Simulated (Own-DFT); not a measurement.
# Which defects push the lattice out? zincblende GaAs

The numbers are computed, not measured, by runs of the plane-wave DFT program Own-DFT (in-house, retired, unreviewed) at fixed positions, with no spin and no spin-orbit coupling.

All runs used: PBE; PseudoDojo norm-conserving scalar-relativistic files; cutoff 42 hartree; 3 x 3 x 3 k mesh centred on Gamma; Fermi-Dirac smearing of 0.1 eV.

Keep in mind (not all hold for every row): not probed for a lower state with spin; forces not confirmed at this smearing and k mesh; stress not checked against mesh or cutoff.

All runs share one cell, with vectors in Å (10.862, 0.000, 0.000); (0.000, 10.862, 0.000); (0.000, 0.000, 11.796) and a volume of 1391.7 Å³, strained against the parent crystal. Atoms were moved at random from their sites; u is the rms move along one axis. The defect's site can differ from row to row.

| cell | formula | u (Å) | P (GPa) |
|---|---|---|---|
| no defect | As32Ga32 | 0.0285 | 6.63 |
| no defect | As32Ga32 | 0.0468 | 6.94 |
| no defect | As32Ga32 | 0.0517 | 7.27 |
| one As vacancy and one Ga vacancy | As31Ga31 | 0.0304 | 5.92 |
| one As vacancy and one Ga vacancy | As31Ga31 | 0.0307 | 5.93 |
| one As vacancy and one Ga vacancy | As31Ga31 | 0.0461 | ? |
| one As vacancy and one Ga vacancy | As31Ga31 | 0.0488 | 6.36 |
| one Al on a Ga site | AlAs32Ga31 | 0.0293 | 6.69 |
| one Al on a Ga site | AlAs32Ga31 | 0.0484 | 7.02 |
| one Al on a Ga site | AlAs32Ga31 | 0.0492 | 6.94 |
| one In on a Ga site | As32Ga31In | 0.0268 | 7.38 |
| one In on a Ga site | As32Ga31In | 0.0303 | 7.45 |
| one In on a Ga site | As32Ga31In | 0.0305 | 7.42 |
| one P on an As site | As31Ga32P | 0.0297 | 6.38 |
| one P on an As site | As31Ga32P | 0.0469 | 6.76 |
| one P on an As site | As31Ga32P | 0.0509 | 6.73 |

## Analysis

P = P0 + c u² + a shift for each defect gives P0 = 6.46 GPa, c = 260 ± 28 GPa/Å² and a scatter of 0.07 GPa. The shifts, and each times the cell's volume:

- one In on a Ga site: 0.74 ± 0.07 GPa, 6.4 eV
- one Al on a Ga site: -0.06 ± 0.06 GPa, -0.6 eV (not resolved)
- one P on an As site: -0.33 ± 0.06 GPa, -2.8 eV
- one As vacancy and one Ga vacancy: -0.75 ± 0.06 GPa, -6.6 eV

Positive is outwards. The product with the volume (160.2 GPa Å³ to the eV) is nearly free of the cell's size; divided by the bulk modulus at the cell's pressure it gives the volume that the defect adds. The atoms around the defects weren't relaxed, which would change these numbers.

## Test on the hidden row

Question: what pressure belongs in the blank (one As vacancy and one Ga vacancy, u = 0.0461 Å)?

The fitted form gives 6.25 ± 0.08 GPa. The calculation gave 6.35 GPa.
